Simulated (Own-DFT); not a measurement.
# Response to strain: diamond-structure SiGeSn with randomly placed atoms, 64 atoms (Ge40Si16Sn8)

Calculated results; nothing here was measured. The program, named Own-DFT, is a retired in-house plane-wave density functional code that no person has reviewed. Each row is one single-point run on a periodic cell that was not relaxed, without spin or spin-orbit coupling.

Settings of every run: PBE; PseudoDojo norm-conserving scalar-relativistic files; cutoff 49 hartree; 3 x 3 x 3 k mesh centred on Gamma; Fermi-Dirac smearing of 0.1 eV.

Known limits: forces on such cells moved up to 12 meV/angstrom on a denser k mesh; stress not checked against mesh or cutoff.

Unstrained cell vectors in Å: (11.410, 0.000, 0.000); (0.000, 11.410, 0.000); (0.000, 0.000, 11.410). The unstrained cell has measured lattice constants (interpolated for alloys), not those of this functional. That, the random moves and any unrelaxed bonds set the pressure at no strain. Each run strains this cell uniformly, with the atoms carried along. Every atom was also moved at random, by a Gaussian of width 0.05 Å on each axis. The random placing of the alloy's atoms differs from row to row. Strain is the symmetric tensor, in per cent. Stress is positive in tension, and the pressure is minus a third of its trace.

```
run,e_xx (%),e_yy (%),e_zz (%),s_xx (GPa),s_yy (GPa),s_zz (GPa),P (GPa),E (meV/atom)
1,-1.25,-1.25,0.00,-7.04,-6.97,-6.12,6.71,26.5
2,-2.75,-2.75,0.00,-10.52,-10.18,-8.65,9.79,76.3
3,-2.50,-2.50,0.00,-9.89,-9.91,-8.41,9.40,78.3
4,-3.00,-3.00,0.00,-10.92,-10.92,-8.70,10.18,76.0
5,1.00,1.00,0.00,-2.81,-2.90,-3.50,3.07,2.0
6,0.75,0.75,0.00,-3.42,-3.46,-4.02,3.63,13.3
7,2.75,2.75,0.00,-0.38,-0.35,-2.02,0.92,0.0
8,-2.25,-2.25,0.00,-9.25,-9.33,-7.85,8.81,66.1
9,-0.25,-0.25,0.00,?,?,?,?,?
```

E is the free energy for each atom above the lowest run shown.

## Worked fit

The change of volume is close to e_xx + e_yy + e_zz. A straight line through the runs shown gives P = 5.09 - 83 x (fractional change of volume) GPa, with an error of 3 on the slope and a scatter of 0.34 GPa. The strain isn't the same on all axes, but the crystal is cubic, so the slope still estimates the bulk modulus, averaged over pressures from 0.9 to 10.2 GPa.

## Withheld run

Question: what pressure should run 9 give? Its volume changes by -0.50 %.

The line gives 5.5 GPa. The calculation gave 5.17 GPa.
